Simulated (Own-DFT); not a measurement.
Simulation results for W32C31 (WC crystal with one vacancy, atoms displaced), Ti19Si41 (C49 TiSi2 crystal with substituted atoms, atoms displaced)

A calculation, not a measurement: plane-wave density functional theory by an unreviewed code, no spin, of a simulated periodic cell, stress positive in tension, run twice, with PBE and with PBEsol, both on files made for PBE, so the change isn't that of files made for PBEsol, forces on such cells moved up to 12 meV/angstrom on a denser k mesh; the far tail of each file's local potential was reset to the Coulomb form; each entry is a single point on an unrelaxed cell, so the pressure reflects the starting lattice, taken from the Materials Project, from which strain is counted, and rises with the displacements; printed positions are rounded, which can move forces by about a meV/angstrom; the program, named Own-DFT, is a retired in-house code; no spin-orbit coupling; stress was not checked against mesh or cutoff. Program: Own-DFT development build.

Settings shared by all entries: functional PBE, then PBEsol; potential files PseudoDojo norm-conserving, scalar-relativistic, standard set; occupations cold (Marzari-Vanderbilt); smearing width 0.2 eV; k mesh 4 x 4 x 4 centred on Gamma.

(1) W32C31 (WC crystal with one vacancy, atoms displaced)

```xyz
63
Lattice="5.8332 -5.0517 -2.8394 0.0000 -5.0517 8.5183 -5.8332 -5.0517 -2.8394" Properties=species:S:1:pos:R:3 W32C31
W     -1.4161   -12.6458     2.8398
C     -0.0370   -11.7782     4.2318
W     -2.8618   -10.0940     2.9013
C     -1.5362    -9.2772     4.2144
W     -4.3793    -7.5168    -0.0488
C     -2.8769    -6.7405     1.4083
W     -4.4577    -7.5238     2.9016
C     -2.9328    -6.7265     4.2742
W      1.3892   -12.5806     2.8641
C      2.8961   -11.7891     4.2643
W     -0.0170   -10.0586    -2.8367
C      1.4526    -9.2432    -1.5249
W     -0.0666   -10.1435    -0.0156
C      1.4679    -9.1883     1.4234
W      0.0027   -10.1549     2.8596
C      1.5717    -9.3146     4.1792
W     -1.3805    -7.6526    -2.8568
C     -0.0325    -6.7458    -1.2792
W     -1.4221    -7.5364    -0.0105
C     -0.0327    -6.7429     1.4071
W     -1.3698    -7.5531     2.8010
C     -0.0560    -6.6926     4.2098
W     -1.4079    -7.6438     5.6292
C      0.0068    -6.6832     7.1283
W     -2.9434   -10.1119     5.6231
C     -1.4144    -4.3002    -1.3868
W     -2.9473    -5.1258    -0.0166
C     -1.4060    -4.2896     1.4405
W     -2.8443    -5.0150     2.7921
C      4.3842    -9.2208     1.4302
W      2.8484   -10.1093     2.9099
C      4.2702    -9.2098     4.2461
W      1.4090    -7.6246    -2.7819
C      2.9241    -6.8308    -1.5366
W      1.3545    -7.5862    -0.0027
C      2.9951    -6.7505     1.4145
W      1.4141    -7.5606     2.8770
C      2.9690    -6.7570     4.3016
W      1.5724    -7.5087     5.6949
C     -2.9445   -11.8624     4.2227
W     -0.0184   -10.1688     5.6357
C      1.5170    -4.2604    -1.2689
W      0.0472    -5.1273     0.0727
C      1.4106    -4.1483     1.4665
W      0.0248    -5.1126     2.8199
C      1.4117    -4.2308     4.2629
W      0.0779    -5.0197     5.7167
W     -1.4225    -2.5531     0.0509
C     -0.0294    -1.6733     1.4176
W      4.3141    -7.6012     0.0951
C     -0.0352   -11.7862    -1.4017
W      4.3071    -7.5226     2.7842
C     -0.0508   -11.7674     1.4265
W      2.9040    -5.0506    -2.7832
C     -1.3687    -9.2201    -4.1446
W      2.9788    -5.1007    -0.0272
C     -1.4129    -9.2481    -1.4981
W     -2.9046   -10.0735    -0.0367
C     -1.4102    -9.2572     1.4651
W      1.4448    -2.4713    -0.0205
C     -2.7675    -6.7199    -1.4504
W      0.0352    -0.0386    -0.0208
C     -4.3455    -4.3073    -1.3935
```

- wave cutoff: 50 hartree
- PBE pressure: 6.22 GPa
- PBE stress xx: -5.21 GPa
- PBE stress yy: -5.51 GPa
- PBE stress zz: -7.95 GPa
- PBE stress yz: -0.17 GPa
- PBE stress xz: 0.36 GPa
- PBE stress xy: 0.24 GPa
- PBEsol pressure: -1.74 GPa
- PBEsol stress xx: 2.61 GPa
- PBEsol stress yy: 2.3 GPa
- PBEsol stress zz: 0.31 GPa
- PBEsol stress yz: -0.16 GPa
- PBEsol stress xz: 0.36 GPa
- PBEsol stress xy: 0.23 GPa
- rms change of force components from PBE to PBEsol: 0.027 eV/Å

Force:
```tsv
force element	PBE force x (eV/Å)	PBE force y (eV/Å)	PBE force z (eV/Å)	PBEsol force x (eV/Å)	PBEsol force y (eV/Å)	PBEsol force z (eV/Å)
W	-1.293	-0.581	-0.058	-1.289	-0.556	-0.047
C	0.745	-0.528	0.811	0.745	-0.519	0.799
W	-1.493	-0.33	-3.793	-1.423	-0.376	-3.782
C	1.643	0.416	1.186	1.627	0.403	1.175
W	-0.02	-1.645	2.06	-0.015	-1.619	2.031
C	-0.725	0.066	0.442	-0.709	0.081	0.431
W	2.076	-0.888	-2.426	2.027	-0.823	-2.442
C	0.035	-0.11	-0.257	0.032	-0.107	-0.255
W	2.228	-1.365	0.472	2.184	-1.276	0.505
C	0.241	-0.508	0.25	0.219	-0.49	0.246
W	1.582	-2.74	-0.177	1.564	-2.685	-0.169
C	-0.038	-0.934	2.544	-0.045	-0.914	2.501
W	1.856	1.839	0.711	1.819	1.808	0.699
C	-0.416	-1.424	-0.135	-0.419	-1.398	-0.13
W	0.014	2.106	-1.077	0.013	2.065	-1.056
C	-2.995	1.302	2.815	-2.954	1.28	2.779
W	-2.103	3.197	0.989	-2.056	3.154	0.983
C	0.777	0.244	-3.356	0.765	0.232	-3.313
W	-2.035	-2.507	0.638	-1.991	-2.464	0.633
C	1.016	-0.236	0.526	1.001	-0.232	0.518
W	-3.856	-1.191	1.156	-3.79	-1.168	1.145
C	1.247	-0.597	1.934	1.232	-0.583	1.904
W	-1.297	1.374	1.841	-1.287	1.36	1.807
C	0.151	-0.884	-0.981	0.164	-0.862	-0.96
W	0.929	-0.459	2.406	0.971	-0.499	2.429
C	-0.252	0.814	-0.739	-0.255	0.79	-0.737
W	1.796	1.953	0.086	1.774	1.922	0.093
C	-0.662	1.04	-0.424	-0.653	1.017	-0.414
W	-2.513	-1.123	1.946	-2.473	-1.111	1.917
C	-0.171	-1.263	0.396	-0.168	-1.239	0.384
W	3.297	-0.463	-3.362	3.246	-0.452	-3.312
C	1.731	-0.803	0.275	1.698	-0.79	0.276
W	1.505	1.257	-2.819	1.468	1.234	-2.782
C	-0.198	1.006	2.485	-0.196	0.998	2.452
W	3.903	-1.104	0.764	3.845	-1.086	0.748
C	-2.788	1.081	0.114	-2.741	1.074	0.115
W	2.031	-0.513	-1.176	2.005	-0.51	-1.167
C	-0.589	1.162	-0.581	-0.58	1.148	-0.565
W	-3.378	-2.518	-1.013	-3.321	-2.475	-1.001
C	1.508	1.434	1.221	1.484	1.427	1.2
W	0.856	1.645	2.116	0.83	1.601	2.082
C	-0.697	0.619	-2.34	-0.672	0.607	-2.302
W	-0.738	2.967	-2.25	-0.744	2.911	-2.22
C	1.32	-0.647	-0.764	1.302	-0.641	-0.747
W	-0.236	2.826	1.579	-0.246	2.777	1.546
C	1.3	0.871	0.321	1.275	0.856	0.325
W	-2.233	-0.259	-1.303	-2.248	-0.297	-1.351
W	-0.807	-0.506	-1.852	-0.793	-0.487	-1.822
C	0.139	-0.017	0.035	0.144	-0.011	0.023
W	1.968	-0.062	-4.292	1.943	-0.061	-4.232
C	0.594	0.164	-0.366	0.58	0.164	-0.352
W	1.657	-2.141	3.015	1.648	-2.104	2.968
C	0.304	-0.297	-0.191	0.305	-0.287	-0.19
W	0.412	-0.384	-1.198	0.408	-0.379	-1.2
C	-1.335	-1.346	-3.12	-1.318	-1.333	-3.076
W	-1.259	0.736	1.465	-1.232	0.736	1.447
C	-0.912	-0.374	1.803	-0.896	-0.377	1.776
W	-0.44	0.09	1.37	-0.418	0.069	1.344
C	-0.654	-0.328	-0.788	-0.641	-0.335	-0.774
W	1.043	-1.778	1.222	1.025	-1.746	1.205
C	-2.047	-0.263	-0.467	-2.023	-0.246	-0.456
W	-1.206	1.445	1.563	-1.225	1.382	1.608
C	-0.518	1.466	-1.253	-0.521	1.442	-1.242
```

(2) Ti19Si41 (C49 TiSi2 crystal with substituted atoms, atoms displaced)

```xyz
60
Lattice="5.2953 -6.7593 3.5652 7.0604 0.0000 -7.1303 5.2953 6.7593 3.5652" Properties=species:S:1:pos:R:3 Ti19Si41
Ti    12.4616    -5.4099    -2.7996
Ti    14.0244    -1.5467    -0.8337
Si    12.3469    -0.8051    -2.7061
Si     8.9385     0.8217    -4.5461
Si     7.0428    -3.4982     4.4612
Si    12.3858    -3.5331    -0.8906
Ti     8.6761    -5.3559     0.7776
Ti    10.6386    -1.3414     2.7163
Si     8.8245    -0.9107     0.8153
Si     5.4285     0.7635    -0.8777
Si    10.5227    -3.3724     0.8466
Si     8.9520    -3.3973     2.7823
Ti    14.0076     1.3692     0.7982
Ti    10.5574    -1.3779    -0.9023
Si     8.8962    -0.7751    -2.6533
Si    10.6116    -5.9723    -0.8831
Si    10.7540    -3.3971    -2.5944
Si     8.7562    -3.4020    -0.9719
Si     7.0647     1.3157     4.5005
Ti    10.5576    -1.4217    -4.5782
Si     1.7026    -0.7023     0.9895
Si    15.8928     0.9156    -0.9571
Si     3.4963    -3.2926     0.8979
Si    14.1874     3.2813    -0.8376
Ti    10.5723     1.2605     4.5335
Ti     6.9552    -1.2594     2.5505
Si     5.2391    -0.7915     0.8812
Si     7.1817    -5.9597     2.6011
Si     7.0934    -3.5698     0.8300
Si     5.3353    -3.2699     2.7402
Ti    10.5460     1.4630     0.8701
Ti     7.0453    -1.3812    -1.0345
Si     5.4295    -0.7649    -2.6817
Si    12.3412     0.7558     2.8005
Si    12.2886     3.2659     0.8762
Si     5.2591    -3.3315    -0.7363
Ti    10.5241     1.3139    -2.6339
Ti     7.1275    -1.3443    -4.4732
Si    10.6406     5.9661    -2.6753
Si    12.3242     0.8006    -0.9135
Si    12.3737     3.3147    -2.6637
Si    10.6709     3.3750    -0.8066
Ti     6.9743     1.4440     0.8601
Ti     3.5448    -1.4619    -0.9263
Si     7.1004     5.9562     0.8117
Si     8.8219     0.8194     2.5176
Si     8.8028     3.3410     0.9013
Si     7.0096     3.4594     2.6869
Ti     6.9442     1.3774    -2.5568
Ti     8.7334     5.4733    -0.7013
Si    12.3083    -0.8462     0.9412
Si     8.9072     0.8176    -1.0033
Si     8.6423     3.4601    -2.7335
Si     7.0257     3.3889    -0.9134
Ti     3.5502     1.3634     0.9604
Ti     5.2211     5.3834     2.6410
Si     8.8176    -0.7946     4.3887
Si     5.2681     0.8124     2.8046
Si     5.2517     3.3877     0.9234
Si    10.6906     3.4732    -4.4530
```

- wave cutoff: 42 hartree
- PBE pressure: 5.01 GPa
- PBE stress xx: -6.16 GPa
- PBE stress yy: -3.64 GPa
- PBE stress zz: -5.23 GPa
- PBE stress yz: 0.12 GPa
- PBE stress xz: 0.21 GPa
- PBE stress xy: -0.13 GPa
- PBEsol pressure: 1.76 GPa
- PBEsol stress xx: -2.83 GPa
- PBEsol stress yy: -0.16 GPa
- PBEsol stress zz: -2.31 GPa
- PBEsol stress yz: 0.1 GPa
- PBEsol stress xz: 0.19 GPa
- PBEsol stress xy: -0.12 GPa
- rms change of force components from PBE to PBEsol: 0.025 eV/Å

Force:
```tsv
force element	PBE force x (eV/Å)	PBE force y (eV/Å)	PBE force z (eV/Å)	PBEsol force x (eV/Å)	PBEsol force y (eV/Å)	PBEsol force z (eV/Å)
Ti	-1.048	0.218	0.853	-1.026	0.209	0.849
Ti	0.737	1.783	-0.928	0.717	1.764	-0.917
Si	-0.306	-0.649	0.639	-0.318	-0.718	0.645
Si	-1.355	0.63	2.257	-1.328	0.68	2.263
Si	0.713	0.963	-0.015	0.718	0.939	0.003
Si	-0.556	0.242	-0.01	-0.55	0.239	-0.008
Ti	3.569	-0.237	1.443	3.526	-0.256	1.422
Ti	-1.147	-0.621	-0.697	-1.13	-0.603	-0.684
Si	-0.309	0.581	0.226	-0.307	0.537	0.214
Si	-2.403	-0.009	0.312	-2.36	0.049	0.308
Si	0.008	0.049	0.198	0.017	0.047	0.188
Si	-1.34	0.157	-1.098	-1.352	0.15	-1.109
Ti	1.441	-0.438	1.455	1.418	-0.435	1.457
Ti	0.795	-0.934	0.112	0.785	-0.913	0.108
Si	-0.586	-0.456	-1.37	-0.58	-0.506	-1.373
Si	-0.274	0.185	-0.621	-0.278	0.234	-0.608
Si	-1.5	0.026	-0.717	-1.515	0.028	-0.72
Si	0.481	0.204	-0.038	0.484	0.2	-0.043
Si	0.354	0.205	-0.269	0.359	0.176	-0.285
Ti	0.26	0.229	1.794	0.264	0.251	1.778
Si	0.638	-1.144	-2.833	0.622	-1.196	-2.832
Si	-0.71	-0.565	0.816	-0.653	-0.538	0.847
Si	0.084	-1.081	-0.026	0.096	-1.03	-0.013
Si	-0.418	0.684	-0.132	-0.418	0.7	-0.097
Ti	0.338	1.605	-1.15	0.36	1.565	-1.145
Ti	1.628	-1.634	0.946	1.6	-1.604	0.946
Si	0.207	0.275	-0.527	0.197	0.233	-0.5
Si	-0.699	-0.444	0.994	-0.697	-0.396	0.989
Si	-0.884	1.968	0.794	-0.86	1.932	0.814
Si	0.058	-0.737	-1.029	0.051	-0.722	-1.051
Ti	0.62	-1.491	0.123	0.622	-1.485	0.104
Ti	0.728	-0.689	1.967	0.716	-0.658	1.953
Si	-1.641	-0.468	-0.416	-1.615	-0.521	-0.408
Si	-1.21	0.792	-3.108	-1.196	0.839	-3.101
Si	0.649	1.048	0.41	0.648	1.027	0.425
Si	0.267	-0.725	-1.09	0.26	-0.706	-1.123
Ti	1.144	1.642	-0.914	1.141	1.591	-0.904
Ti	-0.566	-0.794	0.607	-0.565	-0.761	0.607
Si	-0.992	0.105	-0.066	-0.971	0.057	-0.084
Si	-0.138	-0.333	-0.034	-0.174	-0.296	0.004
Si	-0.273	0.307	0.284	-0.291	0.332	0.297
Si	-1.24	0.496	-1.109	-1.259	0.483	-1.121
Ti	0.945	-0.341	0.377	0.928	-0.354	0.358
Ti	-0.266	1.147	0.194	-0.261	1.141	0.196
Si	-1.416	-0.783	3.245	-1.404	-0.837	3.234
Si	-0.439	-0.198	1.267	-0.417	-0.161	1.237
Si	-0.052	0.421	-0.149	-0.045	0.419	-0.14
Si	0.283	-0.654	-0.257	0.287	-0.621	-0.285
Ti	2.089	0.685	-1.953	2.071	0.664	-1.929
Ti	2.369	-1.464	-2.999	2.326	-1.418	-2.979
Si	0.223	0.516	-0.491	0.218	0.478	-0.488
Si	-1.549	0.021	2.317	-1.53	0.074	2.317
Si	1.578	-0.872	1.451	1.607	-0.856	1.44
Si	0.02	0.161	0.547	0.002	0.151	0.56
Ti	0.709	0.363	-1.384	0.692	0.353	-1.372
Ti	1.289	0.216	0.32	1.275	0.217	0.313
Si	-0.767	0.149	0.25	-0.731	0.098	0.251
Si	0.403	0.539	-1.242	0.364	0.569	-1.292
Si	0.892	0.113	0.044	0.92	0.11	0.05
Si	-1.434	-0.962	0.432	-1.457	-0.94	0.434
```

(3) Ti19Si41 (C49 TiSi2 crystal with substituted atoms, atoms displaced)

```xyz
60
Lattice="5.2953 -6.7593 3.5652 7.0604 0.0000 -7.1303 5.2953 6.7593 3.5652" Properties=species:S:1:pos:R:3 Ti19Si41
Ti    12.2999    -5.4159    -2.7487
Ti    13.9621    -1.3432    -0.9646
Si    12.3709    -0.6043    -2.7184
Si     8.8421     0.7274    -4.4962
Si     7.1324    -3.2650     4.4986
Si    12.4213    -3.3659    -0.8194
Ti     8.9654    -5.3113     0.9046
Ti    10.5949    -1.3502     2.7277
Si     8.6176    -0.7832     0.8446
Si     5.3218     0.8154    -0.9761
Si    10.4747    -3.2706     0.9291
Si     8.8720    -3.3695     2.6496
Ti    14.1761     1.3597     0.8972
Ti    10.7425    -1.3450    -0.9566
Si     8.7780    -0.9449    -2.5636
Si    10.5386    -5.9841    -0.9251
Si    10.5648    -3.3539    -2.6840
Si     8.8694    -3.3880    -0.9289
Ti     7.0416     1.2140     4.3463
Ti    10.4792    -1.2771    -4.4056
Si     1.7422    -0.8270     0.9032
Si    15.8103     0.7662    -0.9797
Si     3.5182    -3.2627     0.9205
Si    14.0856     3.3285    -0.9179
Ti    10.5895     1.4159     4.4121
Ti     7.0392    -1.4278     2.5746
Si     5.1734    -0.7270     0.7472
Si     7.0201    -6.0965     2.6516
Si     7.0512    -3.3208     0.8982
Si     5.2473    -3.3071     2.5711
Ti    10.6047     1.4980     0.9095
Ti     7.1700    -1.4789    -0.9117
Si     5.2579    -0.7902    -2.6278
Si    12.3133     0.8911     2.7329
Si     7.1594    -3.3650    -2.5962
Si     5.2924    -3.3504    -0.9068
Ti    10.5444     1.3838    -2.7251
Ti     7.1544    -1.4196    -4.4174
Si    10.8089     6.0906    -2.6676
Si    12.3359     0.8153    -0.9265
Si    12.4593     3.4944    -2.6886
Si    10.5535     3.4344    -0.8449
Si     7.0239     1.4148     0.8942
Ti     3.4879    -1.3818    -1.0810
Si     7.1086     6.0488     0.8565
Si     8.8133     0.8487     2.6237
Si     8.8743     3.2938     0.7702
Si     6.9462     3.3526     2.6650
Ti     7.0498     1.3473    -2.6824
Ti     8.8305     5.4375    -0.7843
Si    12.3855    -0.8552     0.8884
Si     8.8857     0.8496    -0.9375
Si     8.9118     3.3064    -2.7592
Si     7.1258     3.4452    -0.9364
Ti     3.7217     1.1963     0.8672
Ti     5.2700     5.2677     2.7475
Si     8.8690    -0.7555     4.3278
Si     5.1577     0.7995     2.6560
Si     5.3322     3.4003     0.8566
Si    10.5753     3.4274    -4.4958
```

* wave cutoff: 42 hartree
* PBE pressure: 5.01 GPa
* PBE stress xx: -5.5 GPa
* PBE stress yy: -3.8 GPa
* PBE stress zz: -5.74 GPa
* PBE stress yz: -0.08 GPa
* PBE stress xz: 0.26 GPa
* PBE stress xy: 0.16 GPa
* PBEsol pressure: 1.77 GPa
* PBEsol stress xx: -2.17 GPa
* PBEsol stress yy: -0.32 GPa
* PBEsol stress zz: -2.82 GPa
* PBEsol stress yz: -0.08 GPa
* PBEsol stress xz: 0.25 GPa
* PBEsol stress xy: 0.15 GPa
* rms change of force components from PBE to PBEsol: 0.026 eV/Å

Force:
```tsv
force element	PBE force x (eV/Å)	PBE force y (eV/Å)	PBE force z (eV/Å)	PBEsol force x (eV/Å)	PBEsol force y (eV/Å)	PBEsol force z (eV/Å)
Ti	0.974	1.258	0.363	0.945	1.196	0.364
Ti	2.476	-0.279	0.521	2.442	-0.265	0.5
Si	-0.57	-1.868	-0.448	-0.557	-1.924	-0.433
Si	-0.536	0.446	0.393	-0.519	0.47	0.423
Si	-0.807	-0.953	-0.974	-0.834	-0.919	-0.994
Si	-0.939	-0.353	-0.792	-0.957	-0.339	-0.794
Ti	-2.007	-0.345	-0.397	-1.981	-0.371	-0.4
Ti	0.457	-0.313	-1.227	0.456	-0.307	-1.212
Si	2.459	0.511	0.284	2.427	0.433	0.281
Si	0.829	0.556	0.761	0.792	0.616	0.727
Si	1.495	-0.129	-0.672	1.506	-0.13	-0.676
Si	-0.737	-0.158	0.603	-0.745	-0.154	0.601
Ti	-0.866	0.283	-0.483	-0.848	0.28	-0.477
Ti	-1.73	-0.475	0.677	-1.712	-0.458	0.657
Si	1.125	0.984	-1.215	1.111	0.946	-1.221
Si	0.965	0.384	0.825	0.943	0.441	0.843
Si	0.812	-0.094	-0.13	0.821	-0.091	-0.13
Si	0.359	-0.131	0.553	0.345	-0.134	0.568
Ti	0.184	2.675	0.618	0.177	2.627	0.63
Ti	1.084	-1.681	-0.295	1.069	-1.644	-0.298
Si	0.408	-0.185	-0.588	0.4	-0.241	-0.579
Si	0.599	0.071	0.263	0.584	0.124	0.265
Si	-0.257	-0.416	-0.776	-0.264	-0.408	-0.795
Si	0.486	-0.186	0.275	0.484	-0.179	0.293
Ti	-0.526	0.092	0.747	-0.523	0.071	0.734
Ti	-0.542	0.561	1.16	-0.521	0.561	1.161
Si	1.324	-1.609	1.035	1.291	-1.645	1.04
Si	0.465	1.277	0.532	0.458	1.329	0.538
Si	0.266	-0.725	-0.244	0.274	-0.704	-0.252
Si	0.245	-0.355	0.969	0.264	-0.35	0.986
Ti	0.319	-1.456	-0.406	0.313	-1.443	-0.402
Ti	-2.395	0.672	-0.031	-2.368	0.661	-0.04
Si	1.328	-0.383	-1.092	1.307	-0.432	-1.095
Si	0.892	-0.131	-1.076	0.877	-0.086	-1.086
Si	-0.804	-0.279	-0.737	-0.819	-0.27	-0.738
Si	-0.107	0.1	-0.044	-0.108	0.095	-0.052
Ti	0.543	0.359	0.413	0.544	0.327	0.405
Ti	-1.057	0.28	0.173	-1.03	0.291	0.158
Si	-2.166	-1.269	-0.127	-2.118	-1.31	-0.138
Si	0.07	0.577	0.952	0.068	0.606	0.959
Si	-1.258	-1.373	0.688	-1.29	-1.339	0.683
Si	1.132	-0.043	-0.791	1.157	-0.041	-0.789
Si	-0.251	0.256	-0.068	-0.257	0.212	-0.074
Ti	-0.445	-0.989	1.994	-0.445	-0.947	1.979
Si	-1.054	-0.652	-0.196	-1.031	-0.726	-0.21
Si	0.023	0.175	-0.654	0.057	0.218	-0.624
Si	-0.712	0.75	1.097	-0.688	0.77	1.125
Si	1.369	-0.364	-0.238	1.384	-0.333	-0.227
Ti	0.371	0.739	-0.477	0.368	0.719	-0.476
Ti	0.264	-0.557	-1.831	0.257	-0.537	-1.794
Si	-0.235	0.704	0.789	-0.229	0.667	0.781
Si	-0.565	-0.311	0.539	-0.528	-0.265	0.507
Si	-0.539	0.809	0.733	-0.535	0.784	0.744
Si	-0.397	-0.373	-0.243	-0.403	-0.341	-0.268
Ti	-3.562	3.232	-0.992	-3.528	3.169	-0.983
Ti	0.591	1.517	-1.88	0.609	1.513	-1.86
Si	-0.683	-0.468	1.364	-0.678	-0.516	1.347
Si	1.736	0.271	-0.29	1.684	0.312	-0.287
Si	-0.363	-0.132	-0.063	-0.392	-0.093	-0.066
Si	0.457	-0.507	0.158	0.496	-0.496	0.174
```
